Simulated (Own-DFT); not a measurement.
# How strain changes the stress of wurtzite AlN, 72 atoms (Al36N36)

Source: density functional calculations with Own-DFT, an unreviewed in-house program that is no longer used. Nothing was measured or relaxed, and spin and spin-orbit coupling are left out.

All runs used: PBE; PseudoDojo norm-conserving scalar-relativistic files; cutoff 42 hartree; 3 x 3 x 2 k mesh centred on Gamma; Fermi-Dirac smearing of 0.1 eV.

Known weak points: forces on such cells moved up to 12 meV/angstrom on a denser k mesh; stress not checked against mesh or cutoff.

Unstrained cell vectors in Å: (9.336, 0.000, 0.000); (-4.668, 8.085, 0.000); (0.000, 0.000, 9.964). The unstrained cell has measured lattice constants (interpolated for alloys), not those of this functional. That, the random moves and any unrelaxed bonds set the pressure at no strain. Each run strains this cell uniformly, with the atoms carried along. Each coordinate of each atom was shifted by a normal deviate of width 0.05 Å. Stress is counted positive in tension, P = -(s_xx + s_yy + s_zz)/3, and strain components are those of the symmetric tensor.

```
run,e_xx (%),e_yy (%),e_zz (%),e_yz (%),e_xz (%),e_xy (%),s_xx (GPa),s_yy (GPa),s_zz (GPa),s_yz (GPa),s_xz (GPa),s_xy (GPa),P (GPa),E (meV/atom)
1,1.36,-1.11,1.24,-0.39,0.44,1.39,-1.15,-9.78,1.83,0.12,1.73,3.97,3.03,15.6
2,-1.31,-1.11,0.70,1.33,1.91,0.73,-14.52,-9.98,-4.37,2.60,4.91,3.69,9.63,21.0
3,-0.18,-0.22,-0.08,-0.66,1.34,0.81,-6.58,-7.09,-5.10,-2.34,3.18,1.79,6.26,0.0
4,-1.85,-0.06,0.42,0.33,-1.69,0.95,-12.57,-8.14,-5.73,1.59,-4.27,3.14,8.81,17.7
5,0.86,-1.55,-0.35,1.29,0.40,1.32,-2.68,-13.28,-9.14,3.81,2.04,4.53,8.37,24.7
6,0.25,1.91,-0.55,0.54,-0.46,-1.62,-2.37,3.35,-7.32,1.29,-0.56,-4.47,2.12,7.7
7,0.19,-1.12,-0.50,-0.61,0.51,0.45,-7.22,-12.31,-7.57,-1.91,1.89,0.92,9.03,21.1
8,-1.57,1.60,-1.09,0.47,1.18,1.65,-14.12,-0.98,-10.64,0.16,4.01,6.97,8.58,30.3
9,-0.23,-0.84,0.50,-1.90,-0.36,-1.86,-7.35,-10.14,-3.05,-4.43,0.49,-6.67,6.84,15.3
10,-1.81,0.08,0.14,-0.35,-0.43,-0.40,-12.16,-10.05,-5.65,-0.88,-2.28,-0.18,9.29,14.3
11,-0.35,-0.89,-1.86,-0.07,1.33,1.87,-11.78,-11.45,-14.64,0.41,3.47,7.63,12.63,38.4
12,-1.32,0.76,0.77,1.43,-0.76,-1.43,-12.12,-3.10,-1.89,4.26,-1.04,-7.83,5.70,15.4
13,0.58,-1.07,-0.83,-0.36,-0.68,-1.37,-5.47,-9.59,-10.50,-0.38,-1.08,-5.19,8.52,17.1
14,0.88,-1.10,0.02,0.35,-0.04,-0.47,-3.78,-11.15,-4.19,1.35,0.42,-0.67,6.38,12.9
15,0.61,-0.55,0.71,-0.19,-1.70,-0.33,-3.21,-7.38,-0.50,-0.53,-3.52,-1.19,3.70,0.1
16,-0.18,-0.62,-1.03,-1.42,-1.77,-1.74,?,?,?,?,?,?,?,?
```

E is the free energy per atom, counted from the lowest run shown.

## Worked fit

Each stress component was fitted by least squares to a constant and the strains of the runs shown, as fractions, with shears doubled. Shear strains stay in the fit of a normal stress only where such slopes are resolved. The slopes, in GPa:

```
stress  at no strain  per e_xx  per e_yy  per e_zz  scatter
  s_xx          -6.2  457 ± 41  115 ± 42   98 ± 47     1.43
  s_yy          -6.1  104 ± 35  469 ± 36   53 ± 40     1.22
  s_zz          -5.2   93 ± 28   70 ± 29  503 ± 33     0.99
```

The slope of each shear stress on twice its own strain, from a fit on all six strains: yz 131 ± 10, xz 127 ± 11, xy 178 ± 18 GPa. These are stiffnesses along x, y and z of the frame in which the cell vectors are given, with the crystal's c axis along z: C11, C12, C13 and C33. Hexagonal symmetry asks that xx and yy behave alike, which is a second check on the noise. No internal relaxation is included, and where it is allowed it would reduce some of the slopes. Symmetry asks for nearly equal slopes across the diagonal; the mismatch is a measure of noise. A ninth of the table's sum, 218 ± 7 GPa, estimates the bulk modulus near the mean pressure of these runs, 7.3 GPa, so it lies above the value at zero pressure.

## Prediction

Question: what normal stresses and pressure should run 16 give?

The fit gives s_xx = -8.7, s_yy = -9.8, s_zz = -10.9 and P = 9.8 GPa. DFT gave -9.43, -9.64, -9.54 and P = 9.54 GPa.
